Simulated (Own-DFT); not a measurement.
# How strain changes the stress of zincblende InP, 96 atoms (In48P48)

Calculated results; nothing here was measured. The program, named Own-DFT, is a retired in-house plane-wave density functional code that no person has reviewed. Each row is one single-point run on a periodic cell that was not relaxed, without spin or spin-orbit coupling.

Settings of every run: PBE; PseudoDojo norm-conserving scalar-relativistic files; cutoff 36 hartree; 2 x 3 x 3 k mesh centred on Gamma; Fermi-Dirac smearing of 0.1 eV.

Known limits: forces not confirmed at this smearing and k mesh; stress not checked against mesh or cutoff.

Unstrained cell vectors in Å: (17.606, 0.000, 0.000); (0.000, 11.737, 0.000); (0.000, 0.000, 11.737). The unstrained cell has measured lattice constants (interpolated for alloys), not those of this functional. That, the random moves and any unrelaxed bonds set the pressure at no strain. Each run strains this cell uniformly, with the atoms carried along. Every atom was also moved at random, by a Gaussian of width 0.05 Å on each axis. Strain is the symmetric tensor, in per cent. Stress is positive in tension, and the pressure is minus a third of its trace.

```
run,e_xx (%),e_yy (%),e_zz (%),e_yz (%),e_xz (%),e_xy (%),s_xx (GPa),s_yy (GPa),s_zz (GPa),s_yz (GPa),s_xz (GPa),s_xy (GPa),P (GPa),E (meV/atom)
1,1.30,1.29,-1.52,-1.37,1.03,-0.86,-2.55,-2.60,-3.58,-1.81,0.98,-1.05,2.91,4.3
2,-0.15,-0.43,1.75,-1.19,-1.56,1.37,-3.19,-3.28,-2.39,-1.30,-2.53,1.50,2.95,8.4
3,1.89,-0.82,1.22,-0.57,1.75,-1.52,-1.74,-2.70,-2.00,-0.51,2.20,-2.08,2.15,1.3
4,0.88,-1.26,-1.85,0.02,-1.77,-1.58,-4.76,-5.70,-5.90,-0.45,-2.66,-2.12,5.45,26.9
5,0.31,1.46,-1.49,-0.44,1.83,1.03,-3.59,-2.98,-4.14,-1.29,2.84,1.83,3.57,10.8
6,-0.28,0.87,-1.45,1.72,1.80,-1.79,-4.79,-4.42,-5.16,2.65,2.65,-2.78,4.79,43.5
7,-1.09,-0.90,-0.31,-1.26,-0.56,-1.76,-5.87,-5.70,-5.48,-1.82,-0.79,-2.82,5.68,35.9
8,-0.55,-0.52,-1.33,0.68,0.26,-0.13,-5.35,-5.41,-5.64,0.89,0.39,-0.61,5.46,21.0
9,-0.09,-0.33,1.51,-0.61,-1.78,1.27,-3.15,-3.29,-2.51,-0.30,-2.39,1.87,2.98,7.9
10,1.12,-0.78,-1.44,0.73,-0.21,-1.89,-4.10,-4.94,-5.16,1.57,-0.44,-3.18,4.73,26.9
11,-1.46,1.42,0.53,-0.17,-1.91,1.60,-3.91,-2.78,-3.14,-0.10,-2.61,1.72,3.28,5.8
12,-0.96,1.19,0.44,0.17,-0.07,0.96,-3.70,-2.82,-3.09,0.33,-0.54,1.57,3.20,5.4
13,0.50,1.87,1.58,1.17,1.01,1.97,-1.42,-0.91,-1.01,1.66,0.90,2.32,1.11,0.0
14,-1.77,-1.69,0.65,-1.75,-0.24,1.09,-6.40,-6.37,-5.52,-3.12,-0.56,1.06,6.10,40.1
15,1.10,-0.52,-0.23,0.31,1.45,1.34,-3.17,-3.76,-3.66,0.22,2.14,1.96,3.53,11.7
16,-0.47,-0.22,0.48,-0.39,0.58,0.95,?,?,?,?,?,?,?,?
```

E is the free energy for each atom above the lowest run shown.

## Worked fit

Each stress component was fitted by least squares to a constant and the strains of the runs shown, as fractions, with shears doubled. Shear strains stay in the fit of a normal stress only where such slopes are resolved. The slopes, in GPa:

| stress | at no strain | per e_xx | per e_yy | per e_zz | scatter |
|---|---|---|---|---|---|
| s_xx | -3.9 | 101 ± 4 | 62 ± 4 | 60 ± 3 | 0.17 |
| s_yy | -3.9 | 62 ± 4 | 102 ± 4 | 62 ± 4 | 0.18 |
| s_zz | -3.8 | 62 ± 4 | 65 ± 4 | 99 ± 3 | 0.16 |

Each shear stress against twice its own strain: yz 76 ± 5, xz 71 ± 3, xy 73 ± 4 GPa. These are stiffnesses along x, y and z of the frame in which the cell vectors are given, which need not be the crystal's axes. The atoms are held to the strained lattice; where symmetry lets them move under strain, relaxing them would lower some slopes. The table should be nearly symmetric about its diagonal, and what it lacks of that shows the noise. A ninth of its sum, 75 ± 2 GPa, estimates the bulk modulus near the mean pressure of these runs, 3.9 GPa, so it lies above the value at zero pressure.

## Withheld run

Question: what normal stresses and pressure should run 16 give?

The fit gives s_xx = -4.2, s_yy = -4.1, s_zz = -3.8 and P = 4.0 GPa. The calculation gave -3.90, -3.82, -3.50 and P = 3.74 GPa.
